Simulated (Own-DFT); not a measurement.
GaP (zincblende, strongly disordered by large displacements), InAs (zincblende, strongly disordered by large displacements) (calculated)

All values are calculated (Own-DFT development build). A calculation, not a measurement: plane-wave PBE density functional theory by an unreviewed code, no spin, of a simulated periodic cell, stress positive in tension, free energy of the whole cell less one offset for each atom, forces on such cells passed a denser k mesh, this cell's mesh not checked; broken bonds can close the gap or carry spin, so checks made on this kind of crystal may not hold here; offsets are fitted by least squares, one for each functional and potential file, so energies compare only between cells with the same atoms and settings and are not formation energies; the far tail of each file's local potential was reset to the Coulomb form; each entry is a single point on an unrelaxed cell, so the pressure reflects the starting lattice, mostly measured values (interpolated for alloys), from which strain is counted, and rises with the displacements; printed positions are rounded, which can move forces by about a meV/angstrom; the program, named Own-DFT, is a retired in-house code; no spin-orbit coupling.

Common to all runs: functional PBE; potential files PseudoDojo norm-conserving, scalar-relativistic, standard set; wave cutoff 42 hartree; occupations Fermi-Dirac; smearing width 0.1 eV; k mesh 3 x 3 x 3 centred on Gamma.

(1) 
```xyz
64
Lattice="10.9010 0.0000 0.0000 0.0000 10.9010 0.0000 0.0000 0.0000 10.9010" Properties=species:S:1:pos:R:3:force_x:R:1:force_y:R:1:force_z:R:1 formula=GaP hardware=one_NVIDIA_H100 free_energy_of_cell_above_offsets=-4.915 pressure=8.67 stress_xx=-7.88 stress_yy=-9.29 stress_zz=-8.83 stress_yz=2.14 stress_xz=3.15 stress_xy=2.51 wall_time=551.3
Ga    10.8100     0.0874     0.3675     -0.755     -0.391     -5.368
Ga    10.8859     2.4133     2.4118     -0.726      2.744      0.865
Ga     2.5273    10.7745     2.9445      4.092      2.884     -3.288
Ga     2.4337     2.6062    10.6302      1.951       0.76      1.109
P      1.4749     1.1668     1.0705      2.232      0.805      3.848
P      1.4766     4.0318     4.3543     -0.698     -0.095     -1.625
P      4.1387     1.2450     4.1099     -0.309      0.736      0.048
P      3.6586     3.8799     1.3322      3.723     -1.443     -2.224
Ga    10.8803     0.0734     5.3989     -0.873     -0.406     -0.694
Ga    10.6955     2.5535     8.0606     -0.902      5.352     -0.735
Ga     2.6664    10.8753     8.1558      -2.06      1.884      3.724
Ga     2.6054     2.4431     5.7123      1.133      0.963     -0.368
P      0.9952     1.2562     7.0322      4.032     -2.001     -2.211
P      1.0673     3.8233     9.5414      0.864     -0.248     -3.652
P      4.0146     1.4972     9.5405      0.413     -2.801     -0.154
P      4.0661     4.1852     6.8567     -0.016     -1.839      0.115
Ga     0.4134     5.5768    10.3843     -3.193       3.38      3.154
Ga    10.7755     8.3632     2.6275      2.477     -3.887       3.05
Ga     2.8108     5.2734     2.6332     -2.348      2.542      2.706
Ga     2.6859     8.0360    10.8664      5.513     -0.029      0.226
P      1.4815     6.9075     1.2449      -2.06      -2.56      2.545
P      1.4125     9.4740     4.0617     -3.014     -2.365      2.258
P      4.1155     6.7462     4.3850     -1.126      1.876     -4.255
P      4.2736     9.5839     1.3899     -2.142     -1.771      1.211
Ga    10.8499     5.5895     5.3393      3.242     -2.605      2.349
Ga    10.8443     8.0442     7.8824     -1.098      0.556      3.723
Ga     2.4669     5.5280     7.9247      3.508     -4.088      3.187
Ga     2.4810     7.7409     5.2706      0.709      3.753     -1.846
P      1.5511     7.0035     6.9111     -4.296      0.033     -0.502
P      1.4865     9.1822     9.6706     -3.436      3.772      -3.13
P      4.4001     6.7548     9.3031     -2.719     -0.184      0.867
P      3.5801     9.6068     6.8373      4.141      -2.46     -3.351
Ga     5.5823    10.6722     0.0005     -0.068      1.632     -0.688
Ga     5.7188     2.8620     2.5928     -3.438      2.651      3.021
Ga     7.9861     0.0235     2.5284      1.401      0.248      1.102
Ga     7.7877     2.5990    10.5327       4.25     -2.204      2.559
P      6.6508     1.5279     1.3544      1.962     -3.288     -3.057
P      6.8555     4.6126     3.9097     -1.384     -5.184      1.428
P      9.4287     1.6108     4.1557      0.769     -2.247     -1.655
P      9.4952     4.2980     1.2014      1.193     -1.977     -0.818
Ga     5.5924    10.8753     5.5404     -2.003     -1.987     -1.459
Ga     5.7325     2.1833     8.3551     -1.704       3.45      2.085
Ga     8.1779    10.7130     7.8681      0.522      2.151       0.38
Ga     8.0976     2.9560     5.3739     -0.299       1.29      0.046
P      6.6330     1.5627     6.6141      3.258     -1.075     -1.294
P      6.8400     4.1095     9.5315     -2.617      0.423     -1.723
P      9.6631     1.3763     9.3659     -4.016     -3.289      3.577
P      9.4321     4.2462     6.8607       2.05     -1.781     -1.344
Ga     5.2668     5.2201    10.6713     -0.636      0.273      1.915
Ga     5.3298     7.9999     2.8995      0.445      1.891     -0.231
Ga     8.2077     5.4564     2.6162      3.169      0.793     -2.032
Ga     8.1294     7.9664     0.1210      0.938      1.671     -0.663
P      6.9496     6.9840     1.6635     -2.024      -0.83     -1.108
P      7.0345     9.4634     4.0915     -2.422      1.048     -0.484
P      9.3879     6.5483     4.2783      -0.55      3.355     -3.327
P      9.7310     9.5677     1.3673     -5.921      0.036     -0.906
Ga     5.2315     5.2244     5.1268      0.939     -1.651      4.223
Ga     5.2543     8.4029     8.0694       1.58      0.209     -0.745
Ga     7.9154     5.2301     7.9951      -0.39      2.969      0.365
Ga     8.1601     8.0914     5.3855      1.759      0.559      0.405
P      6.8646     6.8356     6.5774     -2.798     -0.859      1.855
P      7.2626     9.6950     9.6249     -2.269     -1.022      0.207
P      9.2009     6.6653     9.5311      2.562     -0.393     -1.526
P      9.6304     9.4551     6.7140     -0.518      0.276     -1.689
```

Units: free_energy_of_cell_above_offsets in eV; pressure, stress_xx, stress_yy, stress_zz, stress_yz, stress_xz, stress_xy in GPa; wall_time in s; force_x, force_y, force_z in eV/Å.

(2) 
```xyz
64
Lattice="12.1166 0.0000 0.0000 0.0000 12.1166 0.0000 0.0000 0.0000 12.1166" Properties=species:S:1:pos:R:3:force_x:R:1:force_y:R:1:force_z:R:1 formula=InAs hardware=one_NVIDIA_H200 free_energy_of_cell_above_offsets=4.738 pressure=10.06 stress_xx=-10.81 stress_yy=-9.92 stress_zz=-9.44 stress_yz=0.05 stress_xz=2.19 stress_xy=0.6 wall_time=1231
In     0.0892    11.9014    12.0646      -0.34      1.576      0.219
In    11.9966     3.5143     2.9127       1.27     -0.918      1.447
In     2.8381     0.2294     2.7581      5.372     -6.435      4.301
In     3.3224     2.8138     0.1901      -1.28      0.136     -0.715
As     1.5374     1.6280     1.8368     -5.489      5.239     -4.783
As     1.7060     4.9106     4.7375       1.87     -2.639     -2.335
As     4.3946     1.6229     4.4901      1.586     -0.565     -0.724
As     4.5818     4.8423     1.3400     -6.592     -6.525      6.056
In     0.0732     0.1436     5.9502      1.091      -2.28      2.191
In     0.0060     3.2675     9.1642      0.363     -3.215     -0.705
In     3.2072    11.9953     8.9882     -3.252      1.139      0.892
In     3.1559     2.9375     6.2612      -0.38      1.263     -1.605
As     1.9116     1.2625     7.4179     -3.217      0.408      1.056
As     1.2124     4.6853    10.5831      5.818     -2.838     -1.754
As     4.4082     1.2428    10.4244      2.817      3.262      2.605
As     4.4100     4.5062     7.6213      2.833      0.978      0.632
In     0.2006     6.0496    11.9679      0.291      0.747       6.67
In    12.0052     9.1793     2.6025      2.004     -1.652      3.632
In     3.2899     6.1894     2.9860     -1.097     -0.374      1.079
In     2.6676     9.0247     0.3203     -1.088       5.52      0.968
As     1.5522     7.4978     1.6324     -2.465     -1.961      1.316
As     1.4610    10.6078     4.5635      0.176     -0.308     -1.749
As     4.6480     7.8133     4.3834     -6.802      -7.39      5.158
As     4.6521    10.4381     1.3393     -2.016     -1.842      3.303
In     0.0737     5.9956     6.0054     -1.816      1.031      2.631
In    11.9278     9.0781     9.2091      3.561     -1.328      1.176
In     3.2351     6.1160     9.2226     -1.479      0.563     -0.225
In     3.2326     9.2192     5.9315     -1.627      0.169      1.407
As     1.5024     7.6843     7.4939      0.692     -0.059      0.729
As     1.7935    10.7465    10.4840     -2.373     -2.203      1.693
As     3.9318     7.9286    10.9957       5.45     -3.967     -4.861
As     4.5084    10.9579     7.5208      2.403     -4.977      -2.03
In     5.7717    12.0701     0.1600      1.888      1.341     -2.618
In     6.1634     3.1652     3.0050     -2.072      2.037       2.78
In     9.0381    12.0656     3.2807     -0.075      1.977     -0.031
In     9.2654     2.8121    11.9985     -3.193      3.231      3.612
As     7.1024     1.6915     1.5061      3.625     -2.243     -2.114
As     7.7083     4.7227     4.6876      -2.86     -5.229      0.897
As    10.7803     1.6221     4.7922     -2.675      2.019     -2.378
As    10.5428     5.0597     1.6119      0.081     -1.479     -2.187
In     6.0298    11.8252     5.8791     -2.323      3.464      0.028
In     6.4527     2.8657     9.2066     -1.742      0.442     -0.479
In     8.7457    12.0400     9.0551      2.513     -0.685      0.475
In     8.9000     3.1153     6.2657     -0.583     -2.262     -0.379
As     7.3669     1.1536     7.4698      0.363      2.306     -0.703
As     7.6824     4.7582    10.5639     -1.195     -1.754      1.323
As    10.5372     1.6227    10.5810      2.581     -3.535     -2.696
As    10.5753     4.1919     7.6158     -0.078      3.349      -0.33
In     5.9585     5.8331     0.1881      7.952      6.763     -6.291
In     5.9434     9.0828     3.4543      7.456      6.565     -7.829
In     9.1891     5.8161     3.4762      2.973      4.466     -2.328
In     9.4521     9.1423     0.1644     -2.964     -3.069     -3.191
As     7.8633     7.4399     1.6718     -1.069      0.288      0.099
As     7.5372    10.5500     4.7153      1.253      0.141      -2.83
As    10.5409     7.6215     4.9618      2.133     -1.377     -2.994
As    10.4069    10.5890     1.6610      0.573      4.087      0.207
In     6.2845     6.2695     5.6956     -3.114      0.148       1.78
In     5.8617     8.9196     9.0960     -1.043      0.947       0.71
In     9.1917     6.3974     9.6295     -3.701     -1.577     -4.755
In     8.9193     9.0065     5.8412       0.53      0.711      3.357
As     7.2750     7.7673     7.3321      1.244     -0.332      2.196
As     7.5484    10.4314    10.5418     -0.397     -0.459       1.75
As    10.9424     7.2442    10.6593      0.503       5.78      0.533
As    10.6181    10.3316     7.8266     -2.867      3.386     -3.286
```

Units: free_energy_of_cell_above_offsets in eV; pressure, stress_xx, stress_yy, stress_zz, stress_yz, stress_xz, stress_xy in GPa; wall_time in s; force_x, force_y, force_z in eV/Å.

(3) 
```xyz
64
Lattice="12.1166 0.0000 0.0000 0.0000 12.1166 0.0000 0.0000 0.0000 12.1166" Properties=species:S:1:pos:R:3:force_x:R:1:force_y:R:1:force_z:R:1 formula=InAs hardware=one_NVIDIA_H200 free_energy_of_cell_above_offsets=1.809 pressure=9.47 stress_xx=-10.53 stress_yy=-8.7 stress_zz=-9.17 stress_yz=-1.48 stress_xz=-0.83 stress_xy=-1.56 wall_time=1186
In     0.1381     0.2510    11.7286      0.169      -1.55       0.72
In    11.9386     3.2752     3.1969       0.56     -0.112     -1.444
In     3.1026     0.0535     3.0457      1.762     -0.262      1.264
In     3.0501     3.0158    11.7462     -6.658       6.62      7.319
As     1.7008     1.0970     1.4466     -1.787      3.231     -1.278
As     1.8012     4.2491     4.5115     -2.502      1.218      0.314
As     4.4416     1.9745     4.5942      3.398     -4.526     -3.224
As     4.5478     4.6808     1.4610     -3.077     -3.013      2.808
In    11.7683    11.9327     5.8611      2.969      1.112     -0.851
In     0.1164     3.2656     9.2727     -1.584      -2.14     -2.232
In     2.7927    12.0683     8.8976      1.247      0.928       0.76
In     3.1471     3.0017     6.0939     -2.705      0.644      5.024
As     1.2303     1.3825     7.7933     -0.911      1.521     -2.339
As     1.4195     4.6193    10.5912      1.999      2.805      1.573
As     4.2745     1.7627    10.7053      7.755     -8.126     -6.556
As     4.7075     4.5010     7.5503      0.204     -0.123     -1.324
In    12.0542     6.1400     0.2179     -8.449     -5.651     -7.474
In    12.1136     8.9853     3.1191      2.998       2.14     -2.668
In     2.9928     5.9684     3.1868     -0.157      0.267     -1.674
In     3.2049     9.2763     0.2841     -6.988     -9.631     -5.308
As     1.3175     7.1032     1.3424      9.256      7.621      7.596
As     2.0014    10.7049     4.7933     -2.197     -0.346     -0.174
As     4.1753     7.5785     4.7475      8.069     -5.749     -9.317
As     4.4633    10.6135     1.1681      6.825      7.088      6.743
In     0.0064     5.9980     6.2465       0.52     -0.143     -0.786
In    12.0597     9.1415     9.0351      1.017      0.127      0.988
In     3.1519     5.9665     8.7407     -0.748      0.545      1.919
In     3.0586     8.6892     5.9863     -5.511      8.957      6.722
As     1.6979     7.7538     7.6374     -2.665      -1.54       1.56
As     1.9881    10.6687    10.7074     -2.949     -0.917     -0.135
As     4.6069     7.5827    10.3350     -2.174     -2.433      3.291
As     4.5412    10.8034     7.7490     -0.468     -2.368     -0.487
In     6.0378     0.0615    12.0683     -0.378       0.73     -1.242
In     6.1674     3.0305     2.9923     -0.607      1.306      0.266
In     9.2579    11.9989     3.1599     -1.382     -0.378     -0.921
In     9.1974     2.7581     0.3432     -0.062      0.931     -1.101
As     7.4220     1.4103     1.5634      1.101     -0.971      0.829
As     7.6447     4.4426     4.7169      0.077      0.657     -0.371
As    10.5662     1.5414     4.4516     -0.263      0.905      0.999
As    10.2735     4.7953     1.6383       0.73     -0.899      0.207
In     6.0551     0.0339     6.4732     -7.953     -5.628      -6.81
In     6.0160     2.9942     9.0850      0.648     -0.841      0.483
In     9.0601     0.1164     8.9378     -0.025     -0.779      1.568
In     9.1268     2.9068     6.4012      -2.34     -2.203     -3.722
As     7.5585     1.1586     7.2321      7.571      7.423      5.252
As     7.7044     4.3305    10.5481     -0.194     -0.222      1.096
As    10.5744     1.6603    10.4533     -0.688     -0.064      0.527
As    10.4782     4.2397     7.5778      3.313      3.859      2.441
In     5.9708     5.7593     0.1003       2.98      2.578     -3.887
In     5.9505     9.3189     2.9640      0.823      -1.15      0.149
In     8.8277     6.4279     3.2360      1.899     -1.251      2.836
In     8.9910     9.4532    12.0876      2.806     -3.437      2.604
As     7.6729     7.2689     1.4022     -1.788      2.899     -2.128
As     7.8671    10.3698     4.6789     -3.597      2.373     -2.828
As    10.8813     7.7522     4.5904     -3.218     -2.591      3.172
As    10.6925    10.5931     1.5515      0.823      0.407     -0.906
In     5.9108     6.1531     5.7846      1.536     -0.588      1.518
In     5.9067     9.1285     9.2000      0.707      2.832      -0.43
In     9.1074     5.9582     9.1031       -1.4     -0.279      -1.04
In     9.1089     9.3202     6.2800      0.208     -4.388      1.533
As     7.2977     7.6987     7.8465      2.212     -1.679     -2.613
As     7.5320    10.5180    10.7196     -2.041      2.825     -3.218
As    10.5680     7.4557    10.3688      0.789      1.472      1.906
As    10.6052    10.6856     7.5341      0.492     -0.042      2.506
```

Units: free_energy_of_cell_above_offsets in eV; pressure, stress_xx, stress_yy, stress_zz, stress_yz, stress_xz, stress_xy in GPa; wall_time in s; force_x, force_y, force_z in eV/Å.

(4) 
```xyz
64
Lattice="10.9010 0.0000 0.0000 0.0000 10.9010 0.0000 0.0000 0.0000 10.9010" Properties=species:S:1:pos:R:3:force_x:R:1:force_y:R:1:force_z:R:1 formula=GaP hardware=one_NVIDIA_H100 free_energy_of_cell_above_offsets=-0.572 pressure=10.88 stress_xx=-11.35 stress_yy=-9.97 stress_zz=-11.32 stress_yz=-1.81 stress_xz=2.73 stress_xy=4.18 wall_time=554.6
Ga     0.1066     0.1790    10.6792     -2.279      2.855      6.134
Ga    10.7441     2.7396     2.3738      2.173     -2.895      5.526
Ga     2.6241    10.8365     2.7580      2.643      1.459     -1.735
Ga     2.8034     2.5142    10.6215     -3.392      2.412       2.94
P      1.3492     1.4695     1.5347      1.631     -1.735     -2.867
P      1.1598     4.0930     4.2907      1.721     -2.356     -2.957
P      4.0835     1.6323     4.0671      4.637     -5.147     -4.111
P      3.9330     3.8225     1.6764      0.215      -0.59     -4.899
Ga     0.0437     0.4107     5.3828     -1.634     -3.047      -2.46
Ga    10.6721     2.9009     8.2951      1.018     -1.627      0.785
Ga     2.6080    10.8127     8.1105      1.488      1.079      0.497
Ga     2.8707     2.4934     5.3205     -5.461      3.257       4.35
P      1.2783     1.1786     6.8610      1.485       4.11      1.487
P      1.1413     4.2118     9.6599      3.881     -2.839     -2.835
P      4.4701     1.8062     9.6164     -1.453     -5.432       2.87
P      3.7231     4.4005     6.4068     -1.896     -4.486      4.364
Ga    10.8482     5.3862    10.8912      1.462     -0.375      3.978
Ga     0.0170     8.2089     2.4024      0.583     -0.264      2.391
Ga     2.9969     5.2972     2.8002     -5.696      -0.86     -2.538
Ga     2.5469     8.2090    10.5558      0.048      0.065      1.014
P      1.3762     6.7469     1.2226      1.199     -0.062      0.716
P      1.5610     9.5895     4.0670     -2.584     -2.168      1.563
P      3.9695     6.3414     4.1638      0.416      8.872     -1.598
P      4.1575     9.2865     1.1027     -0.009      1.147      1.494
Ga    10.8631     5.2763     5.5590     -1.426      3.036      1.301
Ga    10.7729     8.5863     8.3546      0.028     -3.536     -0.548
Ga     2.7020     5.4104     8.1708     -2.589     -0.652     -1.114
Ga     2.7831     7.9003     5.3530      1.325      2.844     -1.887
P      1.4706     6.9717     6.6505     -3.786     -1.938      3.802
P      1.1558     9.9085     9.4965      4.414     -4.188     -1.352
P      3.9250     6.7973     9.2412      1.221      1.971      0.957
P      3.8964     9.4831     6.8712      1.545     -0.308     -1.719
Ga     5.7231    10.8360     0.1255     -3.126       2.48      4.172
Ga     5.6007     2.7555     2.5627     -2.956     -3.918     -1.541
Ga     8.1181     0.0185     2.7153      1.453     -2.368      2.047
Ga     8.1631     2.8882     0.1879      0.923     -0.277     -0.471
P      7.0448     1.3127     1.4568     -2.543      1.299     -1.854
P      6.8601     3.9049     3.5570      3.672      4.023      6.122
P      9.3467     1.4139     4.0375      1.452      1.051      0.481
P      9.7271     4.1787     1.4895     -2.494      2.279     -3.731
Ga     5.5829    10.8537     5.5684     -3.971      1.427      0.544
Ga     5.3433     2.6684     8.0705      2.126      3.773     -4.178
Ga     8.0972    10.7532     7.7915     -3.408      3.591      4.441
Ga     8.3316     2.8236     5.6624     -1.349     -0.399     -1.884
P      6.7535     1.4026     6.7798      0.921      1.182     -0.008
P      6.7843     4.0431     9.6423     -0.588      1.396     -1.469
P      9.5246     1.4370     9.7786     -2.016      1.188     -2.348
P      9.3205     4.2638     7.1273      4.193     -3.128     -3.714
Ga     5.2627     5.6545    10.6208      0.734     -1.605      1.954
Ga     5.7861     7.9512     2.8053     -2.706       1.77      1.773
Ga     8.2665     5.3558     2.4740      -1.49      2.484      2.401
Ga     7.9610     8.1876    10.8988      1.765      1.365     -0.918
P      6.7878     6.7925     1.3145      0.535     -1.924     -1.509
P      6.8170     9.6555     4.3548      1.092     -2.039     -3.403
P      9.4053     7.0981     4.3283      4.689     -4.684     -5.074
P      9.6571     9.7236     1.3907     -1.512      -0.01      -1.53
Ga     5.1366     5.3052     5.3207      9.098      -1.44      1.022
Ga     5.4409     8.1965     8.0263     -0.592      0.899      1.168
Ga     8.0015     5.5172     7.8922     -2.984      3.025      4.873
Ga     8.1359     8.1200     5.4418     -0.909      4.572      1.443
P      6.9120     7.0685     6.7495     -3.191     -2.601      1.107
P      6.4665     9.9566     9.4235      3.785     -4.719     -4.965
P      9.8085     6.6617     9.7454     -4.732      4.894     -4.346
P      9.4425     9.5898     6.9281      3.197      -2.19     -4.154
```

Units: free_energy_of_cell_above_offsets in eV; pressure, stress_xx, stress_yy, stress_zz, stress_yz, stress_xz, stress_xy in GPa; wall_time in s; force_x, force_y, force_z in eV/Å.
